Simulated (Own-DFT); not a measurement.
# Same atoms, different arrangement: In48P48, 96 atoms

All numbers below are calculated, not measured. They come from Own-DFT, an in-house plane-wave density functional program, since retired, whose code no person has reviewed. Each row is one single-point run on a periodic cell that was not relaxed, without spin or spin-orbit coupling.

Settings of every run: PBE; PseudoDojo norm-conserving scalar-relativistic files; cutoff 36 hartree; 2 x 3 x 3 k mesh centred on Gamma; Fermi-Dirac smearing of 0.1 eV.

Known limits, some of them of some rows only: not probed for a lower state with spin; forces on such cells failed a check on a denser k mesh; forces not confirmed at this smearing and k mesh; stress not checked against mesh or cutoff.

All cells hold the same atoms in the same cell, with vectors in Å (17.606, 0.000, 0.000); (0.000, 11.737, 0.000); (0.000, 0.000, 11.737). Every atom was moved at random from its ideal site; u is the rms move along one axis. The defect's site can differ from row to row. E is the free energy of the cell above the lowest run. The arrangements:

- A: zincblende InP
- B: zincblende InP, with one In on a P site and one P on an In site, 2.5 Å apart

```
arrangement,u (Å),E (eV),P (GPa)
A,0.0198,0.000,3.20
A,0.0202,0.067,3.21
A,0.0208,0.080,3.21
A,0.0475,2.859,3.58
A,0.0514,2.849,3.58
A,0.0529,3.498,3.65
B,0.0278,4.492,3.50
B,0.0310,4.608,3.50
B,0.0327,5.042,3.58
B,0.0478,6.256,3.70
B,0.0503,7.043,3.82
B,0.0538,7.399,3.87
```

Question: once the cost of the random moves is taken out, how do the arrangements rank?

## Worked answer

Fit E = a + b u², with one b for all and one a for each arrangement, and with residuals divided by u², since the noise grows with the moves. Then b = 1389 eV/Å², the scatter at u = 0.04 Å is 0.16 eV, and against A:

- B: 3.92 ± 0.07 eV (higher)

These are energies of unrelaxed cells. Relaxing the atoms lowers the strained arrangements most, so the gaps would shrink and small ones could change sign.
